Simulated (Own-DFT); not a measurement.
Simulation results for Hf36O71 (tetragonal hafnia with one neutral oxygen vacancy, atoms displaced)

A calculation, not a measurement: plane-wave PBE and HSE06 DFT by an unreviewed code, no spin, of a simulated cell at Gamma alone, so results move with cell size and shape, stress positive in tension, energies less offsets, not probed for a lower state with spin; hafnium file: forces about 75 meV/angstrom off all-electron values; oxygen file: force components 24 meV/angstrom off all-electron in a glass; k mesh not checked against a denser one; forces and stress are PBE's, HSE06 gives the energy alone, and its difference from PBE has offsets of its own; offsets are fitted by least squares, one for each functional and potential file, so energies compare only between cells with the same atoms and settings and are not formation energies; the far tail of each file's local potential was reset to the Coulomb form; each entry is a single point on an unrelaxed cell, so the pressure reflects the starting lattice, taken from the Materials Project, from which strain is counted, and rises with the displacements; printed positions are rounded, which can move forces by about a meV/angstrom; the program is a retired in-house code; no spin-orbit coupling. Program: Own-DFT development build.

Settings shared by all entries: first functional PBE; second functional HSE06; exact exchange share 0.25; screening 0.11 1/bohr; exchange divergence Gygi-Baldereschi; potential files PseudoDojo norm-conserving, scalar-relativistic, made for PBE, standard set; wave cutoff 48 hartree; occupations fixed; k mesh 1 x 1 x 1 centred on Gamma.

(1) Hf36O71 (tetragonal hafnia with one neutral oxygen vacancy, atoms displaced)

```
cell vectors (Å)
  10.7800     0.0000     0.0000
   0.0000    10.7800     0.0000
   0.0000     0.0000    10.4493
atoms (fractions of the cell vectors)
Hf  0.98635  0.98889  0.98423
Hf  0.16656  0.18904  0.23549
O   0.99751  0.16559  0.15882
O   0.16743  0.00160  0.35176
O   0.00594  0.17601  0.39714
O   0.15689  0.00937  0.11109
Hf  0.00638  0.99955  0.49153
Hf  0.17060  0.16019  0.75792
O   0.98950  0.17359  0.64270
O   0.16116  0.00227  0.84711
O   0.99262  0.17947  0.90824
O   0.16574  0.99754  0.59123
Hf  0.98917  0.33198  0.00083
Hf  0.16605  0.51073  0.24955
O   0.00097  0.50881  0.16123
O   0.01231  0.50724  0.39910
O   0.16316  0.33595  0.09493
Hf  0.99508  0.33301  0.49925
Hf  0.17013  0.49879  0.74481
O   0.00088  0.49622  0.64420
O   0.16171  0.33000  0.84899
O   0.01346  0.50037  0.89105
O   0.16473  0.31943  0.59865
Hf  0.00456  0.65706  0.99558
Hf  0.14953  0.83432  0.24808
O   0.99817  0.83118  0.15858
O   0.16647  0.65712  0.35432
O   0.99459  0.82269  0.39669
O   0.17250  0.68082  0.08998
Hf  0.99912  0.66845  0.50401
Hf  0.16338  0.83833  0.74122
O   0.00513  0.83082  0.65551
O   0.16166  0.66364  0.85978
O   0.00751  0.84240  0.90734
O   0.17657  0.66725  0.60331
Hf  0.33752  0.00192  0.99878
Hf  0.50123  0.16940  0.24860
O   0.33194  0.18034  0.15301
O   0.49354  0.00689  0.34495
O   0.33610  0.16871  0.40236
O   0.49577  0.99557  0.10459
Hf  0.33349  0.99543  0.49334
Hf  0.51298  0.16059  0.74919
O   0.34391  0.15388  0.64412
O   0.50156  0.00641  0.85227
O   0.32058  0.17114  0.89700
O   0.49207  0.01331  0.59567
Hf  0.32596  0.32451  0.00934
Hf  0.49618  0.50489  0.25462
O   0.33655  0.49898  0.14394
O   0.50687  0.33161  0.35926
O   0.33630  0.50742  0.40979
O   0.50504  0.31956  0.10215
Hf  0.32724  0.32492  0.50387
Hf  0.51044  0.50096  0.74388
O   0.34641  0.49623  0.65813
O   0.51195  0.32516  0.84236
O   0.32268  0.48725  0.90155
O   0.50464  0.34071  0.59602
Hf  0.33900  0.66730  0.00139
Hf  0.50429  0.84239  0.24708
O   0.32522  0.84083  0.16460
O   0.50457  0.67288  0.33975
O   0.34220  0.83376  0.39344
O   0.50489  0.66661  0.10110
Hf  0.33595  0.66530  0.49822
Hf  0.49763  0.83947  0.75947
O   0.34032  0.84899  0.64063
O   0.49448  0.66016  0.84586
O   0.34163  0.84635  0.91236
O   0.49307  0.66319  0.60395
Hf  0.67712  0.99332  0.99495
Hf  0.83577  0.15677  0.26314
O   0.66605  0.14635  0.15218
O   0.84657  0.99524  0.34510
O   0.67108  0.16614  0.40344
O   0.83053  0.00552  0.09413
Hf  0.66742  0.98814  0.49089
Hf  0.84088  0.17501  0.74980
O   0.65888  0.17251  0.62969
O   0.83014  0.98745  0.84719
O   0.67346  0.17179  0.90312
O   0.84780  0.01099  0.60944
Hf  0.66342  0.33697  0.00274
Hf  0.82891  0.49874  0.25878
O   0.65995  0.51114  0.15640
O   0.82403  0.31625  0.35165
O   0.66764  0.50625  0.39930
O   0.83927  0.34206  0.09655
Hf  0.67438  0.33677  0.50898
Hf  0.82583  0.50800  0.75540
O   0.66620  0.48838  0.65590
O   0.83567  0.32132  0.83447
O   0.67506  0.49429  0.89083
O   0.83179  0.33460  0.59638
Hf  0.67508  0.66260  0.00515
Hf  0.82906  0.82934  0.23951
O   0.66137  0.83285  0.14424
O   0.83345  0.67682  0.32987
O   0.67597  0.84156  0.39787
O   0.83649  0.67002  0.09249
Hf  0.66590  0.66657  0.50714
Hf  0.82883  0.84212  0.76355
O   0.67710  0.83206  0.64802
O   0.83558  0.67218  0.85087
O   0.66027  0.83796  0.91321
O   0.82901  0.67241  0.59407
```

It finds PBE energy of cell above offsets -88.670 eV; HSE06 less PBE above offsets 0.487 eV; PBE pressure 4.64 GPa; PBE stress xx -3.37 GPa; PBE stress yy -6.17 GPa; PBE stress zz -4.38 GPa; PBE stress yz -3.57 GPa; PBE stress xz 0.19 GPa; PBE stress xy 0.14 GPa.

Force:
```tsv
element	x (eV/Å)	y (eV/Å)	z (eV/Å)
Hf	2.651	6.178	5.12
Hf	-1.207	-2.164	2.327
O	-0.604	1.264	-0.705
O	-0.757	-0.338	-0.271
O	0.26	-0.984	0.327
O	0.572	-0.643	-2.469
Hf	-0.254	0.866	-0.15
Hf	0.823	3.017	-2.357
O	2.476	0.083	0.836
O	-0.321	-1.375	0.338
O	-0.245	-4.036	-1.502
O	-0.515	-0.128	1.438
Hf	2.901	0.862	-0.607
Hf	0.688	-1.815	0.176
O	-0.693	0.455	-1.417
O	-1.814	-1.366	0.454
O	-1.249	-0.144	0.879
Hf	1.169	0.219	0.49
Hf	0.914	-0.66	1.296
O	-0.661	0.761	0.711
O	-0.053	-0.223	-0.832
O	-2.135	-0.428	1.229
O	-0.009	0.868	-0.543
Hf	1.745	0.28	0.344
Hf	4.122	1.383	1.477
O	-2.31	0.143	-2.536
O	0.247	2.942	0.034
O	0.754	1.107	1.016
O	-1.116	-0.746	1.14
Hf	1.471	-0.733	-0.014
Hf	1.739	-0.862	0.418
O	-1.629	-0.451	-0.141
O	0.636	1.455	-2.051
O	-0.222	-5.373	-2.371
O	-1.062	0.204	0.17
Hf	-1.419	1.274	2.952
Hf	0.77	0.889	1.103
O	0.495	-0.548	-0.625
O	1.054	-1.149	0.716
O	-0.871	0.308	-0.758
O	0.215	0.232	-1.369
Hf	-0.216	0.865	-0.537
Hf	-0.817	2.052	-2.324
O	-2.004	1.484	1.752
O	0.231	-1.088	0.324
O	0.527	-1.267	0.528
O	3.559	-2.199	-0.108
Hf	1.077	1.779	-2.111
Hf	-0.548	-0.862	0.829
O	-0.137	0.332	1.056
O	-0.268	0.93	-1.89
O	0.188	-1.895	-1.204
O	0.135	0.996	-0.542
Hf	2.304	0.326	0.092
Hf	-3.472	-2.434	1.23
O	-2.575	0.028	-0.418
O	0.026	1.377	0.939
O	0.552	1.371	0.761
O	-0.861	0.154	0.169
Hf	-0.154	-1.237	-0.329
Hf	-3.308	0.037	0.023
O	1.026	-0.38	-1.315
O	0.46	-0.422	1.252
O	-0.113	-1.128	1.465
O	-0.558	0.243	-1.121
Hf	-0.278	1.61	-0.438
Hf	-0.778	-0.459	-1.445
O	-0.564	-1.069	2.393
O	0.283	1.796	0.669
O	0.288	-2.709	-2.009
O	2.603	0.542	-0.521
Hf	-2.724	4.575	2.724
Hf	-0.83	0.284	-2.034
O	0.697	1.026	0.413
O	-0.223	-0.915	0.834
O	0.124	-1.698	-0.651
O	1.356	-1.334	0.001
Hf	-0.387	5.618	3.076
Hf	-1.451	-3.633	-3.021
O	1.744	-0.484	2.869
O	0.078	5.093	2.891
O	0.323	-1.421	-0.021
O	-1.649	-1.862	-1.421
Hf	-0.661	-1.94	-0.585
Hf	0.225	-0.643	-0.432
O	1.621	-0.748	-0.984
O	0.729	4.291	0.116
O	1.098	0.282	0.841
O	-3.04	0.767	0.781
Hf	-3.353	-2.176	-2.144
Hf	2.193	-1.786	-1.179
O	2.463	1.75	-1.675
O	-0.038	6.499	2.629
O	0.424	1.249	1.55
O	1.231	0.512	0.984
Hf	-2.05	-0.012	0.209
Hf	0.169	1.67	0.217
O	1.79	-0.056	0.061
O	-0.414	-3.154	1.909
O	-0.557	-3.349	-1.248
O	-0.109	-0.097	-0.041
Hf	-1.442	0.56	-1.505
Hf	0.9	-3.905	-5.266
O	-1.987	0.526	0.952
O	-0.14	-0.276	0.196
O	0.107	-3.325	-2.793
O	0.617	-1.289	0.301
```

(2) Hf36O71 (tetragonal hafnia with one neutral oxygen vacancy, atoms displaced)

```
cell vectors (Å)
  10.7800     0.0000     0.0000
   0.0000    10.7800     0.0000
   0.0000     0.0000    10.4493
atoms (fractions of the cell vectors)
Hf  0.99981  0.99765  0.00002
Hf  0.16298  0.16818  0.24789
O   0.00250  0.16863  0.14901
O   0.16008  0.01126  0.34676
O   0.99938  0.17095  0.40537
O   0.16120  0.00340  0.10183
Hf  0.00097  0.99623  0.50700
Hf  0.15812  0.16796  0.75279
O   0.00261  0.16191  0.65323
O   0.16229  0.99707  0.84745
O   0.99851  0.16757  0.90563
O   0.16533  0.00292  0.59681
Hf  0.99762  0.33672  0.99436
Hf  0.16459  0.50053  0.25167
O   0.99978  0.51342  0.14963
O   0.16500  0.33416  0.34402
O   0.00456  0.49873  0.40082
O   0.16987  0.33764  0.08997
Hf  0.00814  0.33839  0.49334
Hf  0.17433  0.50020  0.74515
O   0.98571  0.49888  0.65546
O   0.16612  0.33918  0.84649
O   0.00109  0.48813  0.89628
O   0.17157  0.32791  0.59525
Hf  0.99470  0.66996  0.99388
Hf  0.16596  0.83556  0.25340
O   0.99165  0.82833  0.14836
O   0.16196  0.66637  0.34577
O   0.00417  0.83127  0.39853
O   0.16636  0.66439  0.09231
Hf  0.99581  0.66368  0.49469
Hf  0.16196  0.83727  0.74994
O   0.99549  0.82994  0.65072
O   0.16829  0.66745  0.84187
O   0.00367  0.83324  0.89736
O   0.16283  0.66526  0.59316
Hf  0.33315  0.99480  0.00257
Hf  0.49969  0.16712  0.24749
O   0.33342  0.16748  0.16351
O   0.50383  0.00488  0.34422
O   0.33645  0.16677  0.40811
O   0.50221  0.99833  0.09944
Hf  0.33403  0.00079  0.50376
Hf  0.50038  0.15873  0.75487
O   0.34327  0.16904  0.65560
O   0.49637  0.00374  0.85834
O   0.33801  0.17256  0.89496
O   0.49972  0.99904  0.59344
Hf  0.32995  0.32694  0.99679
Hf  0.50080  0.50088  0.25812
O   0.33699  0.50366  0.15144
O   0.51055  0.33152  0.33888
O   0.34169  0.49737  0.40574
O   0.49444  0.33382  0.09841
Hf  0.34294  0.33492  0.49921
Hf  0.50116  0.50073  0.76006
O   0.32775  0.50013  0.64474
O   0.50365  0.33014  0.84676
O   0.33917  0.50195  0.90400
O   0.49370  0.33277  0.60193
Hf  0.32677  0.66373  0.00138
Hf  0.49886  0.83428  0.24756
O   0.32467  0.83582  0.15267
O   0.49652  0.65933  0.34822
O   0.33648  0.83075  0.39625
O   0.49486  0.66247  0.09245
Hf  0.32596  0.66704  0.50418
Hf  0.50479  0.83722  0.74517
O   0.31857  0.83419  0.64490
O   0.51330  0.67097  0.84433
O   0.33940  0.83370  0.89473
O   0.50325  0.66152  0.59012
Hf  0.65544  0.99327  0.00660
Hf  0.83082  0.15855  0.24686
O   0.66715  0.17278  0.15159
O   0.83322  0.99578  0.33947
O   0.66364  0.15741  0.40711
O   0.82847  0.00642  0.10115
Hf  0.66289  0.99824  0.50348
Hf  0.84414  0.16129  0.75621
O   0.67248  0.17147  0.64979
O   0.83273  0.99246  0.85084
O   0.66421  0.16290  0.91608
O   0.82892  0.00162  0.59897
Hf  0.66944  0.33519  0.00625
Hf  0.83054  0.50226  0.24490
O   0.66816  0.49599  0.15400
O   0.83418  0.33360  0.35206
O   0.66878  0.49854  0.40039
O   0.82987  0.32207  0.10189
Hf  0.66980  0.32481  0.50264
Hf  0.83347  0.50019  0.74201
O   0.66258  0.50506  0.64353
O   0.83356  0.33809  0.83592
O   0.67224  0.50227  0.90758
O   0.83072  0.33668  0.59909
Hf  0.66631  0.67215  0.00045
Hf  0.83725  0.83366  0.25085
O   0.67058  0.83465  0.14616
O   0.83801  0.66456  0.33930
O   0.67149  0.83204  0.40249
O   0.82841  0.66824  0.10872
Hf  0.66987  0.67015  0.49638
Hf  0.82230  0.83527  0.74545
O   0.83481  0.66571  0.84722
O   0.67336  0.83358  0.89574
O   0.83944  0.66683  0.60948
```

**Q.** Give the missing PBE stress zz for Hf36O71 (tetragonal hafnia with one neutral oxygen vacancy, atoms displaced) (entry 2).
**A.** -2.38 GPa

**Q.** Give the table of force values for Hf36O71 (tetragonal hafnia with one neutral oxygen vacancy, atoms displaced) (entry 2).
**A.** 
Force:
```tsv
element	x (eV/Å)	y (eV/Å)	z (eV/Å)
Hf	-1.076	-0.035	0.537
Hf	-0.38	0.552	0.266
O	-0.506	-0.195	0.327
O	0.363	-2.344	0.539
O	-0.117	-1.065	0.231
O	0.913	-0.487	-0.749
Hf	-0.349	0.741	-1.392
Hf	2.471	0.661	-0.428
O	-0.658	-0.135	0.08
O	0.326	1.266	0.58
O	0.174	-0.406	-1.078
O	0.234	0.084	0.407
Hf	-0.154	-0.333	1.444
Hf	0.655	-0.058	-1.463
O	-0.051	-0.986	0.016
O	-0.047	0.273	0.039
O	0.156	0.653	-0.273
O	-1.177	-0.109	0.61
Hf	-1.744	-1.069	0.741
Hf	-2.009	0.17	0.316
O	4.743	-0.058	-1.924
O	0.252	-1.308	-0.403
O	-0.133	2.888	0.446
O	-0.473	0.206	0.273
Hf	-0.347	-1.268	0.46
Hf	-1.01	0.329	0.079
O	1.91	0.452	-0.445
O	0.622	0.181	0.05
O	-0.186	0.556	0.38
O	-0.71	0.535	0.233
Hf	0.121	0.287	0.801
Hf	-0.679	-1.076	-0.198
O	0.428	1.025	-0.2
O	0.026	-0.288	0.181
O	0.131	0.125	0.691
O	-0.86	-0.472	0.179
Hf	-0.542	0.278	-0.578
Hf	0.767	1.119	0.367
O	-0.542	-0.469	-1.688
O	-0.337	-2.066	0.157
O	0.117	-0.183	-0.068
O	-2.429	-0.398	0.982
Hf	-0.756	0.533	-1.035
Hf	1.013	2.729	-0.389
O	-1.945	-1.195	0.018
O	0.257	-1.886	-0.677
O	-0.833	-2.103	1.179
O	-0.006	-0.995	1.527
Hf	1.528	1.54	0.627
Hf	0.012	-0.971	-1.684
O	-1.185	0.227	0.8
O	-0.472	-0.356	1.464
O	-0.638	0.585	-0.6
O	0.414	-0.348	-0.676
Hf	-0.724	-0.84	0.389
Hf	0.953	-0.716	-1.47
O	1.363	0.527	0.873
O	0.162	0.496	-0.048
O	-0.165	-0.309	-0.956
O	1.733	0.338	-0.407
Hf	0.528	-0.142	-0.148
Hf	-0.246	-0.661	0.722
O	1.482	0.446	-0.645
O	0.605	2.849	-0.258
O	-0.315	0.813	0.233
O	0.93	1.163	0.359
Hf	1.501	-0.346	-0.801
Hf	-0.821	-1.078	0.422
O	2.405	-0.059	0.175
O	-0.408	0.45	-0.58
O	-0.305	0.213	0.946
O	-0.921	1.693	0.694
Hf	3.207	1.356	-1.347
Hf	0.628	1.788	0.17
O	-0.944	-0.61	0.885
O	0.345	0.303	1.581
O	0.463	0.816	-0.576
O	0.683	-0.263	-0.767
Hf	0.952	0.493	-0.828
Hf	-2.322	1.036	-0.412
O	-0.703	-0.695	1.139
O	0.684	1.067	-0.372
O	0.368	-0.074	-0.923
O	0.521	-0.725	0.07
Hf	-1.464	-0.375	-0.466
Hf	-0.16	-1.429	0.667
O	-0.566	0.112	-0.375
O	-0.155	-0.264	-0.773
O	0.15	0.677	0.241
O	1.579	1.068	-0.769
Hf	0.197	1.074	0.028
Hf	-2.728	0.016	0.989
O	0.057	-0.274	1.273
O	-0.007	-2.112	1.646
O	-0.692	-0.04	-0.205
O	1.114	-0.399	-0.71
Hf	0.042	-1.318	-0.099
Hf	-0.736	-0.532	-0.611
O	-1.284	-0.078	0.568
O	0.114	0.483	2.128
O	-0.514	0.395	0.071
O	0.195	-0.153	-1.999
Hf	-0.362	-2.753	0.693
Hf	0.483	-0.941	0.252
O	0.299	0.772	0.758
O	-0.861	0.408	-0.421
O	-1.621	1.001	-2.087
```

Further results for Hf36O71 (tetragonal hafnia with one neutral oxygen vacancy, atoms displaced) (entry 2):

```
PBE energy of cell above offsets : -96.958 eV
HSE06 less PBE above offsets     : 0.106 eV
PBE pressure                     : 1.89 GPa
PBE stress xx                    : -1.4 GPa
PBE stress yy                    : -1.89 GPa
PBE stress yz                    : 0.2 GPa
PBE stress xz                    : 0.56 GPa
PBE stress xy                    : 0.08 GPa
```
